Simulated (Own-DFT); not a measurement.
# Point defects and the pressure they add: C11b WSi2

No measurement is shown. These are fixed-geometry runs of a retired plane-wave code named Own-DFT, which no person has reviewed; spin and spin-orbit coupling are neglected.

Settings: PBE; PseudoDojo norm-conserving scalar-relativistic files; cutoff 50 hartree; 5 x 5 x 5 k mesh centred on Gamma; cold (Marzari-Vanderbilt) smearing of 0.2 eV.

Keep in mind: forces on such cells failed a check on a denser k mesh; stress not checked against mesh or cutoff.

All runs share one cell, with vectors in Å (-2.148, -5.953, 3.409); (-6.444, 2.976, 1.136); (-2.553, -2.948, -6.757) and a volume of 403.2 Å³. u is the rms random offset of the atoms per axis. The defect's site can differ from row to row.

```
              cell  formula   u (Å)  P (GPa)
         no defect  Si20W10  0.0187     4.51
         no defect  Si20W10  0.0206     4.63
         no defect  Si20W10  0.0507     6.74
    one Si vacancy  Si19W10  0.0293     3.09
    one Si vacancy  Si19W10  0.0313     3.80
    one Si vacancy  Si19W10  0.0496        ?
    one Si vacancy  Si19W10  0.0553     4.76
one W on a Si site  Si19W11  0.0280     9.96
one W on a Si site  Si19W11  0.0509    10.88
one W on a Si site  Si19W11  0.0540    10.93
one Si on a W site   Si21W9  0.0328     6.61
one Si on a W site   Si21W9  0.0460     6.94
one Si on a W site   Si21W9  0.0491     7.30
```

## Fit

P = P0 + c u² + a shift for each defect gives P0 = 4.52 GPa, c = 688 ± 102 GPa/Å² and a scatter of 0.32 GPa. The shifts, and each times the cell's volume:

- one W on a Si site: 4.62 ± 0.28 GPa, 11.6 eV
- one Si on a W site: 1.14 ± 0.27 GPa, 2.9 eV
- one Si vacancy: -1.76 ± 0.27 GPa, -4.4 eV

Positive is outwards. The product with the volume (160.2 GPa Å³ to the eV) is nearly free of the cell's size; divided by the bulk modulus at the cell's pressure it gives the volume that the defect adds. The atoms around the defects weren't relaxed, which would change these numbers.

## Test on the hidden row

Question: what pressure belongs in the blank (one Si vacancy, u = 0.0496 Å)?

The fitted form gives 4.46 ± 0.38 GPa. DFT gave 4.35 GPa.
